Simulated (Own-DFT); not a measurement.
# Computed records: Si₃N₄ (beta silicon nitride, strained, atoms displaced)

Computed with Own-DFT development build. A calculation, not a measurement: plane-wave PBE density functional theory by an unreviewed code, no spin, of a simulated periodic cell, stress positive in tension, free energy of the whole cell less one offset for each atom, forces on such cells moved up to 12 meV/angstrom on a denser k mesh; offsets are fitted by least squares, one for each functional and potential file, so energies compare only between cells with the same atoms and settings and are not formation energies; the far tail of each file's local potential was reset to the Coulomb form; each entry is a single point on an unrelaxed cell, so the pressure reflects the starting lattice, mostly measured values (interpolated for alloys), from which strain is counted, and rises with the displacements; printed positions are rounded, which can move forces by about a meV/angstrom; the program, named Own-DFT, is a retired in-house code; no spin-orbit coupling; before rounding, a Quantum ESPRESSO 7.3.1 run of the same cell and cutoff gave forces within 1 meV/angstrom rms on each cell, which checks the program and not the settings.

```json
{"formula": "Si3N4", "kind": "beta silicon nitride, strained, atoms displaced", "structure": {"cell_angstrom": [[15.1424, 0.0312, -0.09], [-7.5441, 13.0051, 0.1502], [-0.0344, 0.0464, 5.8214]], "atoms_fractional": [["Si", 0.08659, 0.38418, 0.12205], ["Si", 0.11179, 0.19571, 0.12905], ["Si", 0.29732, 0.41543, 0.12075], ["Si", 0.41331, 0.11532, 0.37372], ["Si", 0.38798, 0.29984, 0.37068], ["Si", 0.20572, 0.09838, 0.36519], ["N", 0.16563, 0.00865, 0.13205], ["N", 0.48532, 0.15168, 0.14534], ["N", 0.34838, 0.33413, 0.1397], ["N", 0.33886, 0.48797, 0.37893], ["N", 0.01714, 0.35328, 0.3764], ["N", 0.14923, 0.16132, 0.36934], ["N", 0.17457, 0.33978, 0.11414], ["N", 0.33682, 0.17249, 0.38142], ["Si", 0.08914, 0.38843, 0.62773], ["Si", 0.11723, 0.20195, 0.62281], ["Si", 0.2981, 0.4155, 0.62999], ["Si", 0.41835, 0.11794, 0.86454], ["Si", 0.38792, 0.29477, 0.86339], ["Si", 0.20554, 0.08523, 0.8669], ["N", 0.16559, 0.01116, 0.62346], ["N", 0.48264, 0.14939, 0.61837], ["N", 0.34444, 0.32588, 0.64643], ["N", 0.33532, 0.48232, 0.8788], ["N", 0.01615, 0.3509, 0.8602], ["N", 0.15591, 0.16896, 0.87681], ["N", 0.16832, 0.33279, 0.62756], ["N", 0.33887, 0.16483, 0.86684], ["Si", 0.0895, 0.88181, 0.13804], ["Si", 0.11666, 0.70399, 0.13362], ["Si", 0.29895, 0.9166, 0.13678], ["Si", 0.40934, 0.61548, 0.38607], ["Si", 0.39348, 0.80439, 0.37864], ["Si", 0.1999, 0.58351, 0.35951], ["N", 0.16636, 0.5193, 0.13283], ["N", 0.48679, 0.64563, 0.12626], ["N", 0.34639, 0.82802, 0.13916], ["N", 0.33776, 0.98168, 0.37226], ["N", 0.0224, 0.85663, 0.37617], ["N", 0.14672, 0.66165, 0.37622], ["N", 0.17004, 0.832, 0.11194], ["N", 0.33802, 0.66803, 0.38777], ["Si", 0.08446, 0.87913, 0.61538], ["Si", 0.11763, 0.69405, 0.62992], ["Si", 0.29646, 0.91774, 0.62281], ["Si", 0.41287, 0.61731, 0.87291], ["Si", 0.37927, 0.79983, 0.88314], ["Si", 0.20953, 0.59442, 0.86238], ["N", 0.16044, 0.51728, 0.63259], ["N", 0.48749, 0.65104, 0.62521], ["N", 0.35266, 0.84002, 0.61175], ["N", 0.33722, 0.99015, 0.87486], ["N", 0.01286, 0.84757, 0.87726], ["N", 0.14425, 0.6587, 0.88524], ["N", 0.17239, 0.83539, 0.62814], ["N", 0.33155, 0.66538, 0.87644], ["Si", 0.58865, 0.38963, 0.12086], ["Si", 0.61303, 0.1997, 0.14384], ["Si", 0.80134, 0.41748, 0.13361], ["Si", 0.91877, 0.11348, 0.38023], ["Si", 0.88461, 0.29698, 0.36742], ["Si", 0.70638, 0.09702, 0.37226], ["N", 0.67355, 0.02034, 0.12292], ["N", 0.99284, 0.15642, 0.11921], ["N", 0.85286, 0.33379, 0.10881], ["N", 0.83281, 0.48027, 0.37062], ["N", 0.52391, 0.35028, 0.38103], ["N", 0.64871, 0.15911, 0.3813], ["N", 0.66379, 0.32821, 0.1258], ["N", 0.83167, 0.16571, 0.37386], ["Si", 0.58842, 0.38435, 0.62977], ["Si", 0.615, 0.20111, 0.61453], ["Si", 0.79849, 0.41026, 0.62647], ["Si", 0.91282, 0.11886, 0.86824], ["Si", 0.88369, 0.29466, 0.88372], ["Si", 0.70183, 0.08641, 0.87142], ["N", 0.66499, 0.01525, 0.64398], ["N", 0.98439, 0.14523, 0.61861], ["N", 0.84836, 0.33394, 0.60901], ["N", 0.83089, 0.47979, 0.88646], ["N", 0.52515, 0.35813, 0.87724], ["N", 0.65386, 0.16353, 0.86594], ["N", 0.65718, 0.32332, 0.61875], ["N", 0.82702, 0.15331, 0.8718], ["Si", 0.58556, 0.88523, 0.13303], ["Si", 0.61376, 0.70294, 0.11606], ["Si", 0.80099, 0.91173, 0.12005], ["Si", 0.92161, 0.61942, 0.38824], ["Si", 0.87724, 0.7927, 0.37546], ["Si", 0.70582, 0.58706, 0.36772], ["N", 0.66563, 0.51715, 0.13169], ["N", 0.98349, 0.65235, 0.12966], ["N", 0.84077, 0.82911, 0.12992], ["N", 0.8319, 0.98096, 0.38199], ["N", 0.51916, 0.85097, 0.37433], ["N", 0.6561, 0.67143, 0.38448], ["N", 0.6662, 0.83449, 0.14085], ["N", 0.83735, 0.66968, 0.36726], ["Si", 0.57944, 0.88733, 0.62215], ["Si", 0.61621, 0.69712, 0.63011], ["Si", 0.79204, 0.91296, 0.62988], ["Si", 0.91431, 0.6127, 0.87306], ["Si", 0.88611, 0.79132, 0.88365], ["Si", 0.69999, 0.58893, 0.87535], ["N", 0.66376, 0.51327, 0.62944], ["N", 0.99091, 0.65375, 0.61892], ["N", 0.85023, 0.82493, 0.62329], ["N", 0.82606, 0.97953, 0.87478], ["N", 0.51381, 0.85373, 0.87945], ["N", 0.64761, 0.65975, 0.87185], ["N", 0.66981, 0.83804, 0.623], ["N", 0.83414, 0.67045, 0.87789]]}, "settings": {"functional": "PBE", "potential_files": "PseudoDojo norm-conserving, scalar-relativistic, standard set", "wave_cutoff [hartree]": 42.0, "occupations": "Fermi-Dirac", "smearing_width [eV]": 0.1, "k_mesh": "2 x 2 x 4 centred on Gamma"}, "results": {"free_energy_of_cell_above_offsets [eV]": "-5.907", "pressure [GPa]": 12.88, "stress_xx [GPa]": -13.21, "stress_yy [GPa]": -13.34, "stress_zz [GPa]": -12.09, "stress_yz [GPa]": 0.85, "stress_xz [GPa]": -2.33, "stress_xy [GPa]": 0.62, "force_element": ["Si", "Si", "Si", "Si", "Si", "Si", "N", "N", "N", "N", "N", "N", "N", "N", "Si", "Si", "Si", "Si", "Si", "Si", "N", "N", "N", "N", "N", "N", "N", "N", "Si", "Si", "Si", "Si", "Si", "Si", "N", "N", "N", "N", "N", "N", "N", "N", "Si", "Si", "Si", "Si", "Si", "Si", "N", "N", "N", "N", "N", "N", "N", "N", "Si", "Si", "Si", "Si", "Si", "Si", "N", "N", "N", "N", "N", "N", "N", "N", "Si", "Si", "Si", "Si", "Si", "Si", "N", "N", "N", "N", "N", "N", "N", "N", "Si", "Si", "Si", "Si", "Si", "Si", "N", "N", "N", "N", "N", "N", "N", "N", "Si", "Si", "Si", "Si", "Si", "Si", "N", "N", "N", "N", "N", "N", "N", "N"], "force_x [eV/angstrom]": [1.319, 3.5, 2.281, -2.198, 1.075, 5.467, 0.248, 0.563, 0.498, -0.383, -0.162, -4.408, -3.611, 0.266, 1.217, 0.243, 1.029, 0.235, 1.125, 0.233, -0.024, 1.884, -1.906, -0.066, -1.094, 0.009, -1.178, -1.503, -0.361, -0.566, 0.202, 3.527, -1.404, 1.387, 0.155, -2.553, -1.537, -0.293, -3.764, 0.851, -0.376, -3.428, 1.383, -0.573, 1.133, 1.564, 1.83, -2.097, 0.793, -0.992, 0.204, 0.651, 2.383, 0.313, -1.721, 1.74, 2.263, 0.898, -1.338, -3.523, 0.76, 3.751, -1.39, -4.852, -1.653, 0.479, -3.428, -3.74, 1.018, 3.267, 1.151, 0.202, -2.875, 1.867, 0.798, -0.378, -0.504, 1.644, 1.582, 0.576, -3.723, -3.298, 2.468, 0.567, 2.913, 1.468, -3.855, -3.761, 1.527, -0.714, 0.236, 1.545, 3.22, 1.238, -1.713, 0.787, 0.104, 1.525, 4.697, -1.332, 3.001, -1.778, -2.464, 3.461, 0.795, -0.285, -2.73, 1.796, -1.376, -1.945, -3.563, 1.504], "force_y [eV/angstrom]": [0.461, 4.509, -0.182, -0.317, 1.259, -6.392, 4.515, -0.32, 0.386, -2.073, -0.316, 2.722, -3.464, -2.322, -1.173, 0.416, -1.632, -0.135, 0.237, -1.086, 2.207, 0.294, 2.486, 2.788, -0.876, -1.137, 0.478, 0.686, -0.639, -0.527, -1.8, 0.864, -2.771, 3.189, -2.88, -0.65, 1.638, 3.116, -2.861, -0.479, 0.632, 0.827, 1.285, 3.787, -0.597, -0.292, 0.063, -3.223, 0.693, -0.479, -0.296, -2.09, 0.9, 0.377, -2.961, 2.57, -1.862, 0.585, -5.087, -1.245, -0.119, -6.675, -1.584, -2.471, 1.31, 3.475, -0.584, 2.502, 2.603, 1.54, 0.001, -1.971, -1.06, -2.88, -1.985, -1.412, -0.316, 1.262, -0.844, 2.268, -2.099, 1.769, 4.462, 6.068, 1.86, 1.211, 0.433, -1.475, 2.422, 1.469, 0.351, -0.105, -1.269, 2.149, -0.261, -1.734, -0.46, -3.583, 0.407, 3.793, -1.402, 1.301, 4.474, -1.475, 1.783, -0.843, 2.476, 3.242, -0.843, 1.414, -3.786, -6.617], "force_z [eV/angstrom]": [-0.074, -2.556, 2.542, 0.978, 2.625, 0.94, -0.875, -4.026, -3.051, -0.135, -0.673, 1.642, 0.727, -0.624, -1.59, 0.702, -0.411, 2.681, 5.099, 0.968, -0.685, 0.0, -5.291, -1.693, 2.949, 0.0, -0.58, 0.588, -3.111, -1.263, -3.451, -1.554, 0.725, 4.868, -4.835, -0.051, -1.721, 0.934, -1.198, 0.323, 0.792, -0.441, 3.92, -0.324, 1.492, 0.737, -1.476, 2.36, -1.715, 0.722, 2.597, 0.575, 0.599, 0.152, -0.249, 0.031, 2.587, -3.796, -1.235, -2.944, 0.414, 0.522, 2.288, 0.293, 3.193, 3.137, -1.347, -0.235, 0.138, 0.03, -0.879, 2.649, 0.253, 0.733, -4.637, 1.498, -4.67, 2.159, 1.997, -3.498, -0.372, 1.63, 0.425, 0.113, -2.539, 2.255, 2.046, -3.655, 0.211, 2.768, -1.591, -0.716, -1.36, -2.083, 0.1, -2.296, -1.162, 0.395, 2.765, -1.945, -0.432, 0.875, -0.855, -0.42, -0.492, 3.289, 1.942, 0.125, 0.342, 1.929, 0.605, -0.165]}}
```
